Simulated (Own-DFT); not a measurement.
Simulation results for Al$_{2}$O$_{3}$ (corundum, atoms displaced)

Computed with Own-DFT development build. A calculation, not a measurement: plane-wave PBE density functional theory by an unreviewed code, no spin, of a simulated periodic cell, stress positive in tension, free energy of the whole cell less one offset for each atom, oxygen file: force components 24 meV/angstrom off all-electron in one glass; forces on such cells passed a denser k mesh, this cell's mesh not checked; offsets are fitted by least squares, one for each functional and potential file, so energies compare only between cells with the same atoms and settings and are not formation energies; the far tail of each file's local potential was reset to the Coulomb form; each entry is a single point on an unrelaxed cell, so the pressure reflects the starting lattice, mostly measured values, from which strain is counted, and rises with the displacements; printed positions are rounded, which can move forces by about a meV/angstrom; the program is a retired in-house code; no spin-orbit coupling; before rounding, a Quantum ESPRESSO 7.3.1 run of the same cell and cutoff gave forces within 1 meV/angstrom rms on each cell, which checks the program and not the settings.

Common to all runs: functional PBE; potential files PseudoDojo norm-conserving, scalar-relativistic, standard set; wave cutoff 72 hartree; occupations Fermi-Dirac; smearing width 0.1 eV; k mesh 3 x 3 x 3 centred on Gamma.

(1) Al$_{2}$O$_{3}$ (corundum, atoms displaced)

```
Al2O3
1.0
      5.4940     0.0000     8.6604
     -2.7470     4.7579     8.6604
     -2.7470    -4.7579     8.6604
Al O Al O Al O Al O Al O Al O Al O Al O
4 6 4 6 4 6 4 6 4 6 4 6 4 6 4 6
Direct
  0.17615 0.17572 0.17546
  0.32436 0.32599 0.32036
  0.42364 0.42545 0.42776
  0.07478 0.07544 0.07346
  0.27550 0.47254 0.12476
  0.47356 0.12565 0.27299
  0.12368 0.27559 0.47152
  0.22187 0.02950 0.37591
  0.02584 0.37354 0.22550
  0.37555 0.22194 0.02570
  0.17546 0.17629 0.67493
  0.32288 0.32197 0.82589
  0.42326 0.42992 0.92764
  0.07330 0.07089 0.57863
  0.27401 0.47394 0.62657
  0.47384 0.12264 0.77734
  0.12706 0.27931 0.96972
  0.22299 0.02724 0.87356
  0.02352 0.37244 0.72771
  0.37272 0.22124 0.53315
  0.17737 0.67681 0.17516
  0.32553 0.82456 0.32319
  0.43003 0.92783 0.42250
  0.07581 0.57261 0.07271
  0.28106 0.97168 0.12444
  0.47308 0.62275 0.27842
  0.12562 0.78005 0.46846
  0.22046 0.53020 0.37442
  0.02519 0.87972 0.22017
  0.37446 0.72048 0.03063
  0.17409 0.68102 0.67339
  0.32362 0.82590 0.82018
  0.42534 0.92968 0.92285
  0.07181 0.57365 0.57627
  0.27783 0.96850 0.62430
  0.46845 0.63035 0.77743
  0.12421 0.77486 0.97560
  0.22171 0.52955 0.87553
  0.02713 0.87634 0.71822
  0.37014 0.72213 0.53337
  0.67678 0.17614 0.17612
  0.82640 0.32093 0.32295
  0.93298 0.42650 0.41908
  0.57346 0.07215 0.07608
  0.77656 0.47512 0.12333
  0.97309 0.12338 0.27847
  0.62654 0.27923 0.47209
  0.72213 0.02508 0.37448
  0.52726 0.37787 0.22034
  0.87349 0.22397 0.02990
  0.67984 0.17203 0.67793
  0.82544 0.32303 0.82457
  0.92604 0.42884 0.92452
  0.57310 0.06980 0.57571
  0.77997 0.47259 0.62444
  0.96961 0.12710 0.77852
  0.62930 0.27700 0.97445
  0.72254 0.02643 0.87584
  0.52667 0.37542 0.72150
  0.87574 0.22160 0.53031
  0.67480 0.67318 0.18061
  0.82079 0.82602 0.32477
  0.92885 0.92712 0.42177
  0.57816 0.57479 0.07243
  0.77746 0.96828 0.12944
  0.96929 0.63015 0.27453
  0.62663 0.77554 0.47032
  0.72274 0.53199 0.37282
  0.53194 0.87348 0.22029
  0.87604 0.72273 0.02480
  0.67663 0.67300 0.67270
  0.82535 0.81806 0.82525
  0.92477 0.92668 0.92588
  0.57274 0.57460 0.57466
  0.77801 0.97170 0.62524
  0.97197 0.62567 0.77674
  0.62225 0.77900 0.97242
  0.72269 0.52683 0.87457
  0.52951 0.87873 0.71734
  0.87515 0.72406 0.52828
```

```
free energy of cell above offsets : -60.965 eV
pressure                          : 6.82 GPa
stress xx                         : -6.88 GPa
stress yy                         : -7.35 GPa
stress zz                         : -6.24 GPa
stress yz                         : -0.37 GPa
stress xz                         : 0 GPa
stress xy                         : -0.28 GPa
```

Force:
| element | x (eV/Å) | y (eV/Å) | z (eV/Å) |
| --- | --- | --- | --- |
| Al | 0.145 | -0.27 | 0.348 |
| Al | -0.1 | -0.367 | 0.158 |
| Al | 0.28 | 0.044 | 0.377 |
| Al | 0.01 | 0.046 | -0.41 |
| O | 0.094 | -0.361 | 0.226 |
| O | -0.601 | -0.22 | 0.479 |
| O | 0.592 | 0.196 | 0.964 |
| O | 0.363 | 0.156 | -0.271 |
| O | 0.54 | 0.529 | -0.164 |
| O | -0.095 | -0.234 | 0.325 |
| Al | -0.217 | -0.094 | 0.063 |
| Al | 0.602 | 0.695 | 0.416 |
| Al | 0.901 | -0.03 | -0.407 |
| Al | 0.111 | 0.763 | -0.331 |
| O | 0.257 | -0.124 | -0.136 |
| O | -0.404 | 0.316 | 0.296 |
| O | -0.527 | -0.383 | -0.258 |
| O | -0.257 | 0.03 | 0.052 |
| O | 0.738 | 0.697 | 0.269 |
| O | 0.25 | 0.584 | -0.411 |
| Al | -0.553 | 0.322 | -0.032 |
| Al | -0.038 | -0.235 | -0.071 |
| Al | -0.45 | -0.393 | -0.555 |
| Al | -0.64 | 0.329 | -0.004 |
| O | -0.275 | 0.252 | -0.19 |
| O | -0.384 | 0.079 | 0.378 |
| O | 0.052 | -0.192 | 0.11 |
| O | 0.021 | -0.416 | -0.201 |
| O | 0.5 | -0.232 | -0.022 |
| O | 0.261 | 0.487 | 0.012 |
| Al | 0.288 | -0.632 | -0.226 |
| Al | -0.412 | -0.545 | 0.508 |
| Al | 0.231 | -0.715 | -0.194 |
| Al | 0.155 | 0.211 | -0.069 |
| O | -0.217 | 0.31 | 0.486 |
| O | 0.656 | -0.471 | -0.279 |
| O | 0.166 | 0.945 | 0.034 |
| O | 0.049 | 0.119 | -0.315 |
| O | -0.279 | -0.364 | 0.315 |
| O | 0.865 | 0.63 | 0.175 |
| Al | 0.079 | 0.18 | 0.024 |
| Al | -0.733 | -0.038 | 0.341 |
| Al | -1.297 | -0.441 | -0.134 |
| Al | 0.373 | 0.637 | -0.01 |
| O | 0.522 | -0.395 | 0.226 |
| O | 0.045 | 0.485 | 0.185 |
| O | -0.112 | -0.017 | -0.531 |
| O | -0.606 | 0.182 | 0.357 |
| O | -0.027 | -0.583 | -0.245 |
| O | 0.347 | -0.252 | 0.227 |
| Al | -0.296 | 0.504 | -0.294 |
| Al | -0.355 | 0.165 | 0.083 |
| Al | -0.042 | -0.394 | -0.342 |
| Al | 0.332 | 0.812 | 0.9 |
| O | 0.011 | 0.077 | -0.311 |
| O | 0.538 | -0.474 | -0.156 |
| O | -0.658 | 0.358 | -0.906 |
| O | -0.172 | -0.11 | 0.252 |
| O | 0.06 | -0.089 | 0.338 |
| O | 0.027 | 0.149 | -0.237 |
| Al | 0.364 | 0.627 | -0.032 |
| Al | 0.641 | -0.147 | 0.221 |
| Al | -0.43 | -0.62 | -0.1 |
| Al | -0.57 | 0.127 | -0.489 |
| O | 0.111 | 0.805 | -0.35 |
| O | 0.374 | -0.619 | 0.073 |
| O | -0.442 | 0.052 | 0.119 |
| O | 0.074 | -0.593 | -0.03 |
| O | -0.607 | -0.3 | -0.056 |
| O | -0.037 | -0.4 | -0.142 |
| Al | -0.183 | -0.08 | 0.949 |
| Al | -0.73 | 0.532 | 0.268 |
| Al | -0.089 | -0.464 | 0.012 |
| Al | 0.31 | -0.142 | -0.483 |
| O | 0.309 | 0.009 | -0.089 |
| O | 0.129 | -0.158 | -0.079 |
| O | 0.298 | 0.042 | 0.126 |
| O | -0.265 | 0.362 | 0.116 |
| O | 0.027 | -1.095 | -0.839 |
| O | 0 | -0.158 | -0.407 |

(2) Al$_{2}$O$_{3}$ (corundum, atoms displaced)

```
Al2O3
1.0
      5.4940     0.0000     8.6604
     -2.7470     4.7579     8.6604
     -2.7470    -4.7579     8.6604
Al O Al O Al O Al O Al O Al O Al O Al O
4 6 4 6 4 6 4 6 4 6 4 6 4 6 4 6
Direct
  0.17844 0.17387 0.17598
  0.32622 0.32685 0.32053
  0.42755 0.42362 0.42791
  0.07398 0.07617 0.06917
  0.27612 0.47338 0.12360
  0.47532 0.12284 0.27898
  0.12605 0.27701 0.47146
  0.22249 0.02642 0.37750
  0.02773 0.37178 0.22565
  0.37833 0.22054 0.02905
  0.17200 0.17917 0.67462
  0.32332 0.32178 0.82526
  0.42408 0.42490 0.92639
  0.06928 0.07440 0.57441
  0.27573 0.47272 0.62764
  0.47098 0.12579 0.78068
  0.12630 0.27947 0.96694
  0.22152 0.02971 0.87508
  0.02720 0.37914 0.72026
  0.37407 0.22329 0.52943
  0.17538 0.67477 0.17385
  0.32686 0.82266 0.32072
  0.42848 0.92167 0.42851
  0.07618 0.57290 0.07258
  0.27804 0.97007 0.12600
  0.47119 0.62404 0.27956
  0.12577 0.77632 0.47297
  0.22174 0.52781 0.37483
  0.02883 0.87887 0.21603
  0.37809 0.71672 0.02908
  0.17791 0.67454 0.67731
  0.32361 0.82510 0.82205
  0.42616 0.92240 0.92522
  0.07237 0.57578 0.57290
  0.27951 0.97392 0.62303
  0.47110 0.62559 0.77551
  0.12447 0.78087 0.97003
  0.22290 0.52023 0.88134
  0.02923 0.87575 0.71656
  0.37431 0.72162 0.52605
  0.67849 0.17270 0.17394
  0.82036 0.32324 0.32971
  0.92694 0.42724 0.42417
  0.57294 0.07778 0.07275
  0.77469 0.47334 0.12344
  0.97526 0.12463 0.27890
  0.62688 0.28399 0.46765
  0.72243 0.02670 0.37441
  0.53029 0.37398 0.22475
  0.87462 0.22044 0.02992
  0.67484 0.17755 0.67453
  0.82710 0.32308 0.81939
  0.92887 0.42550 0.92423
  0.56995 0.07305 0.58054
  0.77753 0.47010 0.62828
  0.97396 0.12432 0.77602
  0.62198 0.27836 0.97306
  0.72411 0.02876 0.87417
  0.52729 0.37747 0.71945
  0.87294 0.22110 0.52827
  0.67650 0.67559 0.17657
  0.82221 0.82563 0.32465
  0.92748 0.92044 0.42822
  0.57270 0.57485 0.07456
  0.77599 0.97105 0.12258
  0.97483 0.62860 0.27462
  0.62038 0.77958 0.47404
  0.71956 0.52860 0.37309
  0.52750 0.87803 0.21917
  0.87621 0.72160 0.02885
  0.67838 0.67204 0.67358
  0.82964 0.81883 0.82381
  0.93086 0.92415 0.92499
  0.57592 0.57101 0.57374
  0.77720 0.97460 0.62268
  0.97104 0.62334 0.78190
  0.62182 0.77776 0.97512
  0.72637 0.52724 0.87119
  0.52799 0.87496 0.71932
  0.87468 0.72089 0.53010
```

```
free energy of cell above offsets : -60.867 eV
pressure                          : 6.82 GPa
stress xx                         : -6.98 GPa
stress yy                         : -7 GPa
stress zz                         : -6.5 GPa
stress yz                         : 0.05 GPa
stress xz                         : -0.48 GPa
stress xy                         : 0.46 GPa
```

Force:
| element | x (eV/Å) | y (eV/Å) | z (eV/Å) |
| --- | --- | --- | --- |
| Al | -0.326 | -0.419 | -0.117 |
| Al | 0.156 | -0.618 | -0.018 |
| Al | -0.342 | 0.382 | -0.052 |
| Al | -0.331 | -0.679 | 0.737 |
| O | 0.147 | -0.169 | 0.221 |
| O | -0.404 | 0.158 | -0.019 |
| O | -0.319 | 0.33 | 0.029 |
| O | 0.07 | 0.31 | -0.167 |
| O | -0.026 | 0.65 | 0.274 |
| O | -0.588 | 0.197 | -0.643 |
| Al | 0.783 | 0.005 | 0.264 |
| Al | 0.033 | 0.298 | 0.141 |
| Al | 0.306 | 0.222 | 0.293 |
| Al | 0.871 | 0.377 | 0.243 |
| O | 0.319 | -0.008 | -0.114 |
| O | 0.412 | -0.042 | -0.429 |
| O | -0.064 | -0.607 | 0.203 |
| O | 0.414 | 0.178 | -0.435 |
| O | 0.344 | -0.478 | -0.551 |
| O | -0.005 | -0.143 | 0.088 |
| Al | -0.134 | 0.103 | 0.865 |
| Al | -0.471 | -0.157 | 0.282 |
| Al | -0.791 | 0.922 | -0.502 |
| Al | -0.45 | -0.434 | -0.259 |
| O | 0.174 | 0.479 | -0.178 |
| O | -0.003 | 0.01 | -0.009 |
| O | -0.111 | 0.014 | -0.278 |
| O | -0.069 | 0.159 | -0.115 |
| O | -0.029 | -0.764 | -0.212 |
| O | -0.549 | 0.606 | -0.446 |
| Al | 0.298 | 0.055 | -0.373 |
| Al | 0.301 | 0.131 | 0.025 |
| Al | -0.268 | -0.126 | 0.595 |
| Al | 0.561 | -0.117 | 0.438 |
| O | -0.245 | -0.369 | -0.064 |
| O | -0.134 | -0.294 | 0.04 |
| O | 0.542 | -0.166 | -0.031 |
| O | -0.196 | 1.022 | -0.182 |
| O | -0.176 | -0.688 | 0.286 |
| O | 0.319 | -0.377 | 0.464 |
| Al | -0.547 | 0.004 | 0.451 |
| Al | 1.28 | 0.914 | -0.438 |
| Al | 0.278 | -0.028 | -0.021 |
| Al | 0.624 | -0.604 | -0.214 |
| O | 0.437 | -0.375 | 0.599 |
| O | -0.2 | -0.071 | -0.462 |
| O | -0.692 | -1.219 | -0.545 |
| O | -0.169 | -0.235 | 0.223 |
| O | 0.086 | 0.086 | -0.692 |
| O | 0.233 | 0.508 | -0.279 |
| Al | 0.02 | -0.614 | 0.182 |
| Al | -0.899 | -0.742 | 0.601 |
| Al | -0.805 | -0.236 | -0.256 |
| Al | 0.761 | 0.733 | -0.352 |
| O | 0.517 | 0.896 | -0.753 |
| O | -0.206 | 0.008 | 0.075 |
| O | 0.476 | 0.423 | 0.425 |
| O | 0.144 | 0.204 | -0.297 |
| O | 0.085 | -0.428 | -0.13 |
| O | -0.14 | 0.12 | 0.556 |
| Al | -0.159 | 0.483 | -0.394 |
| Al | 0.028 | 0.482 | -0.093 |
| Al | -0.18 | 1.202 | 0.405 |
| Al | 0.743 | -0.323 | 0.13 |
| O | 0.237 | -0.294 | 0.697 |
| O | -0.498 | -0.666 | -0.513 |
| O | 1.288 | -0.368 | 0.341 |
| O | 0.136 | -0.365 | 0.978 |
| O | 0.158 | -0.463 | -0.065 |
| O | 0.273 | 0.02 | -0.115 |
| Al | -0.771 | -0.148 | 0.543 |
| Al | -1.265 | 0.485 | 0.01 |
| Al | -0.961 | 0.167 | -0.607 |
| Al | -0.622 | 0.367 | -0.243 |
| O | -0.036 | -0.548 | 0.025 |
| O | 0.378 | 0.394 | 0.072 |
| O | 0.552 | 0.492 | 0.14 |
| O | -0.552 | -0.115 | -0.113 |
| O | -0.11 | -0.423 | 0.158 |
| O | 0.06 | 0.325 | -0.319 |
